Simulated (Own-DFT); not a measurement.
# How strain changes the stress of wurtzite AlGaN with randomly placed atoms, 96 atoms (Al36Ga12N48)

These are calculations, not measurements. They come from Own-DFT, an in-house plane-wave density functional program, since retired, whose code no person has reviewed. Each row is one single-point run on a periodic cell that was not relaxed, without spin or spin-orbit coupling.

Settings of every run: PBE; PseudoDojo norm-conserving scalar-relativistic files (stringent for Ga); cutoff 96 hartree; 3 x 4 x 3 k mesh centred on Gamma; Gaussian smearing of 0.01 eV.

Known limits: k mesh not checked against a denser one; stress not checked against mesh or cutoff.

Unstrained cell vectors in Å: (12.525, 0.000, 0.000); (-4.697, 8.135, 0.000); (0.000, 0.000, 10.066). The unstrained cell has measured lattice constants (interpolated for alloys), not those of this functional. That, the random moves and any unrelaxed bonds set the pressure at no strain. Each run strains this cell uniformly, with the atoms carried along. Every atom was also moved at random, by a Gaussian of width 0.05 Å on each axis. The random placing of the alloy's atoms differs from row to row. Strain is the symmetric tensor, in per cent. Stress is positive in tension, and the pressure is minus a third of its trace.

```
run,e_xx (%),e_yy (%),e_zz (%),s_xx (GPa),s_yy (GPa),s_zz (GPa),P (GPa),E (meV/atom)
1,2.00,2.00,0.00,4.28,3.96,-4.43,-1.27,9.4
2,1.00,1.00,0.00,-0.71,-1.21,-5.36,2.43,15.3
3,-1.50,-1.50,0.00,-16.01,-14.72,-9.63,13.45,35.4
4,-3.00,-3.00,0.00,-27.84,-26.22,-10.37,21.47,72.4
5,-0.25,-0.25,0.00,-7.37,-8.04,-5.74,7.05,0.0
6,-1.00,-1.00,0.00,-12.68,-11.32,-7.39,10.46,10.2
7,-2.25,-2.25,0.00,-22.27,-20.14,-9.63,17.35,49.7
8,2.25,2.25,0.00,5.98,3.95,-2.99,-2.31,2.2
9,-1.75,-1.75,0.00,?,?,?,?,?
```

E is the free energy for each atom above the lowest run shown.

## Worked fit

The change of volume is close to e_xx + e_yy + e_zz. A straight line through the runs shown gives P = 7.13 - 222 x (fractional change of volume) GPa, with an error of 9 on the slope and a scatter of 0.92 GPa. The strain isn't the same on all axes and the cell isn't cubic, so the slope belongs to this path and is not the bulk modulus.

## Withheld run

Question: what pressure should run 9 give? Its volume changes by -3.47 %.

The line gives 14.8 GPa. The calculation gave 15.07 GPa.
